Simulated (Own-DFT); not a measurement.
# How much smaller does PBEsol make it? C40 NbSi2, 36 atoms (Nb12Si24)

The numbers are computed, not measured, by runs of the plane-wave DFT program Own-DFT (in-house, retired, unreviewed) at fixed positions, with no spin and no spin-orbit coupling.

Keep in mind: forces on such cells failed a check on a denser k mesh; stress not checked against mesh or cutoff.

Each geometry was run with PBE and with PBEsol, otherwise alike: PseudoDojo norm-conserving scalar-relativistic files made for PBE; cutoff 42 hartree; 4 x 4 x 5 k mesh centred on Gamma; cold (Marzari-Vanderbilt) smearing of 0.2 eV. Unstrained cell vectors in Å: (0.000, 8.324, 0.000); (-9.613, 0.000, 0.000); (0.000, 0.000, 6.586). Each has a uniform strain, of which the change of volume is shown, and random moves of rms u per axis.

```
run  volume change (%)   u (Å)  P with PBE (GPa)  P with PBEsol (GPa)
  1              -3.39  0.0490             10.18                 6.36
  2               1.36  0.0482              0.27                -3.31
  3               2.04  0.0507             -0.28                -3.85
  4              -0.82  0.0486              4.00                 0.31
  5              -0.10  0.0529              3.25                -0.41
  6               1.68  0.0521             -0.11                -3.69
  7              -0.74  0.0478              4.12                 0.44
  8              -4.48  0.0512             12.46                 8.60
  9              -0.10  0.0465              2.37                -1.28
 10               0.91  0.0513              1.59                -2.04
 11              -2.07  0.0538              6.58                    ?
```

Asked: by how much does PBEsol shrink this cell, and what belongs in the blank?

## Working it out

Write v for the change of volume as a fraction. Fitted to v and u², the PBE pressure has a slope of -202 ± 7 GPa in v, with the ions held to the strained lattice. The difference PBEsol less PBE is -3.66 + 4.6 v GPa (slope ± 0.2) and averages -3.67 GPa. Divided by the mean slope of the two, 200 GPa, that makes PBEsol's volume at a given pressure, near 2 GPa, about 1.8 % smaller, or 0.61 % in lengths. At one volume PBEsol's slope is the smaller by 5 GPa, but its pressure there is lower too. If stiffness rises by about 4 GPa for each GPa, PBEsol at equal pressure is stiffer by about 10 GPa. Files made for PBEsol would give a different shift.

For run 11 the line gives 2.83 GPa. Computed: 2.84 GPa.
